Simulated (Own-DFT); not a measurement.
# What a defect does to the pressure of its cell: C11b WSi2

No measurement is shown. These are fixed-geometry runs of a retired plane-wave code named Own-DFT, which no person has reviewed; spin and spin-orbit coupling are neglected.

Common settings: PBEsol; PseudoDojo norm-conserving scalar-relativistic files, made for PBE; cutoff 50 hartree; 5 x 5 x 5 k mesh centred on Gamma; cold (Marzari-Vanderbilt) smearing of 0.2 eV.

Keep in mind: forces on such cells failed a check on a denser k mesh; stress not checked against mesh or cutoff.

All runs share one cell, with vectors in Å (-2.148, -5.953, 3.409); (-6.444, 2.976, 1.136); (-2.553, -2.948, -6.757) and a volume of 403.2 Å³. Atoms were moved at random from their sites; u is the rms move along one axis. The defect's site can differ from row to row.

| cell | formula | u (Å) | P (GPa) |
|---|---|---|---|
| no defect | Si20W10 | 0.0177 | 0.31 |
| no defect | Si20W10 | 0.0496 | 1.97 |
| no defect | Si20W10 | 0.0514 | 2.45 |
| one Si on a W site | Si21W9 | 0.0303 | ? |
| one Si on a W site | Si21W9 | 0.0318 | 2.84 |
| one Si on a W site | Si21W9 | 0.0450 | 3.60 |
| one Si on a W site | Si21W9 | 0.0558 | 4.02 |
| one W on a Si site | Si19W11 | 0.0258 | 5.42 |
| one W on a Si site | Si19W11 | 0.0470 | 5.99 |
| one W on a Si site | Si19W11 | 0.0479 | 7.48 |
| one W vacancy | Si20W9 | 0.0330 | -0.35 |
| one W vacancy | Si20W9 | 0.0552 | 1.12 |
| one W vacancy | Si20W9 | 0.0583 | 1.58 |
| one Si vacancy | Si19W10 | 0.0281 | -0.71 |
| one Si vacancy | Si19W10 | 0.0496 | 0.35 |
| one Si vacancy | Si19W10 | 0.0530 | 0.90 |

## Working it out

P = P0 + c u² + a shift for each defect gives P0 = 0.18 GPa, c = 773 ± 106 GPa/Å² and a scatter of 0.38 GPa. The shifts, and each times the cell's volume:

- one W on a Si site: 4.79 ± 0.31 GPa, 12.0 eV
- one Si on a W site: 1.72 ± 0.31 GPa, 4.3 eV
- one W vacancy: -1.34 ± 0.32 GPa, -3.4 eV
- one Si vacancy: -1.56 ± 0.31 GPa, -3.9 eV

Positive is outwards. The product with the volume (160.2 GPa Å³ to the eV) is nearly free of the cell's size; divided by the bulk modulus at the cell's pressure it gives the volume that the defect adds. The atoms around the defects weren't relaxed, which would change these numbers.

## Check

Asked: what pressure belongs in the blank (one Si on a W site, u = 0.0303 Å)?

The fitted form gives 2.62 ± 0.45 GPa. The hidden result is 2.36 GPa.
